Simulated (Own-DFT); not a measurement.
# Hybrid less PBE against volume: corundum Al2O3, 78 atoms (Al32O46), with two O vacancies

These are calculations. Each geometry was run twice at fixed positions with Own-DFT, a retired in-house plane-wave program that no person has reviewed: with PBE, and with HSE06 (exact exchange share 0.25 at short range, screening 0.11 per bohr, Gygi-Baldereschi treatment of its divergence). Both used PseudoDojo norm-conserving files made for PBE, a cutoff of 48 hartree, the Gamma point alone, fixed occupations, a neutral cell and no spin. With Gamma alone and a thickness of 7.9 Å, finite-size errors remain in every number. The oxygen file's force components were 24 meV/Å off all-electron values in a glass.

Unstrained cell vectors in Å: (5.494, 0.000, 8.660); (-2.747, 4.758, 8.660); (-2.747, -4.758, 8.660), volume V0 = 679.1 Å³, from measured lattice constants. Each geometry has its own random strain of a few per cent, its own defect sites and random moves of rms u per axis. HSE06 gave the energy alone. D is its energy less that of PBE, over the lowest D shown. The PBE stress wasn't checked against mesh or cutoff.

```
run  V - V0 (Å³)   u (Å)  P with PBE (GPa)  D (eV)
  1        -16.6  0.0298             14.10   0.174
  2         -8.1  0.0295             10.53   0.421
  3          9.4  0.0294              3.56   1.163
  4         24.3  0.0497              0.71   1.865
  5         19.4  0.0463              1.45   1.600
  6          7.7  0.0292              5.02   1.053
  7         20.7  0.0509              1.73   1.696
  8        -21.5  0.0492             19.04   0.000
  9         25.5  0.0297             -1.36   1.738
 10         23.9  0.0283             -1.15   1.731
 11         11.0  0.0332              3.24   1.267
 12         17.4  0.0457              2.41   1.578
 13         24.3  0.0298             -1.05       ?
```

## Worked fit

D = 0.72 + 0.0395 (V - V0) + 64 u² eV, with an error of 0.0007 on the volume slope, 15 on the last term and a scatter of 0.04 eV. Pressure is -dE/dV, and 1 eV/Å³ is 160.2 GPa, so HSE06 changes the pressure by -6.3 ± 0.1 GPa. With the ions held to the strained lattice, the PBE pressure falls by 265 ± 7 GPa per unit of volume strain; the shape of the strain isn't fitted, so the true error is larger, and a relaxed crystal would be softer. On that slope HSE06's volume at a given pressure is about 2.4 % smaller, or 0.8 % in lengths. At u = 0 and V0 the PBE pressure is 6.6 GPa, which puts the zero-pressure volume, against the measured cell and with the defects in, at +2.5 % for PBE and +0.1 % for HSE06, each good to a few tenths of a per cent.

## Test on the hidden row

Question: what D should run 13 give?

The fitted form gives 1.74 eV, with rows scattering by 0.04. The hidden result is 1.688 eV.
